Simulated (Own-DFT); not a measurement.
# What a change of functional does to the pressure

Calculated results; nothing here was measured. The program, named Own-DFT, is a retired in-house plane-wave density functional code that no person has reviewed. Each row is one single-point run on a periodic cell that was not relaxed, without spin or spin-orbit coupling.

Known limits: forces on such cells failed a check on a denser k mesh; stress not checked against mesh or cutoff.

Each cell was run twice at the same cutoff, k mesh and smearing, with PBE and with PBEsol, on PseudoDojo norm-conserving files made for PBE. Atoms were moved at random from their sites; u is the rms move along one axis. Files made for PBEsol would give a somewhat different change.

| cell | atoms | volume (Å³/atom) | u (Å) | cutoff (hartree) | P with PBE (GPa) | P with PBEsol (GPa) | change (GPa) |
|---|---|---|---|---|---|---|---|
| C11b WSi2 with one W on a Si site (Si19W11) | 30 | 13.44 | 0.047 | 50 | 10.45 | 6.06 | -4.39 |
| C11b WSi2 with one W on a Si site (Si19W11) | 30 | 13.44 | 0.032 | 50 | 9.84 | 5.45 | -4.39 |
| C11b WSi2 with one W on a Si site (Si19W11) | 30 | 13.44 | 0.086 | 50 | 15.00 | 10.60 | -4.40 |
| C40 NbSi2 (Nb12Si24) | 36 | 14.64 | 0.054 | 42 | 2.67 | -0.99 | -3.66 |
| C40 NbSi2 (Nb12Si24) | 36 | 14.64 | 0.041 | 42 | 2.24 | -1.42 | -3.65 |
| C40 NbSi2 (Nb12Si24) | 36 | 14.64 | 0.110 | 42 | 7.69 | ? | ? |
| D0_22 TiAl3 (Al30Ti10) | 40 | 15.63 | 0.057 | 42 | 2.87 | 0.96 | -1.91 |
| D0_22 TiAl3 (Al30Ti10) | 40 | 15.11 | 0.049 | 42 | 7.05 | 5.06 | -1.99 |
| D0_22 TiAl3 (Al30Ti10) | 40 | 15.56 | 0.048 | 42 | 3.63 | 1.71 | -1.92 |
| L1_0 TiAl (Al16Ti16) | 32 | 16.06 | 0.144 | 42 | 7.09 | 4.24 | -2.85 |
| L1_0 TiAl (Al16Ti16) | 32 | 15.57 | 0.047 | 42 | 5.78 | 2.79 | -2.98 |
| L1_0 TiAl (Al16Ti16) | 32 | 16.06 | 0.021 | 42 | 1.19 | -1.65 | -2.84 |

## Worked reading

Mean change of pressure by composition, in GPa: Si19W11, -4.39; NbSi2, -3.66; AlTi, -2.89; Al3Ti, -1.94. At a fixed cell PBEsol gives the lower pressure, because it favours a smaller volume than PBE. Here the change varies more between materials than between cells of one material.

## Withheld value

Question: what PBEsol pressure should the Nb12Si24 cell with the blank give?

Adding the mean change of the cells with its composition, -3.66 GPa, to 7.69 gives 4.0 GPa. The calculation gave 4.03 GPa.
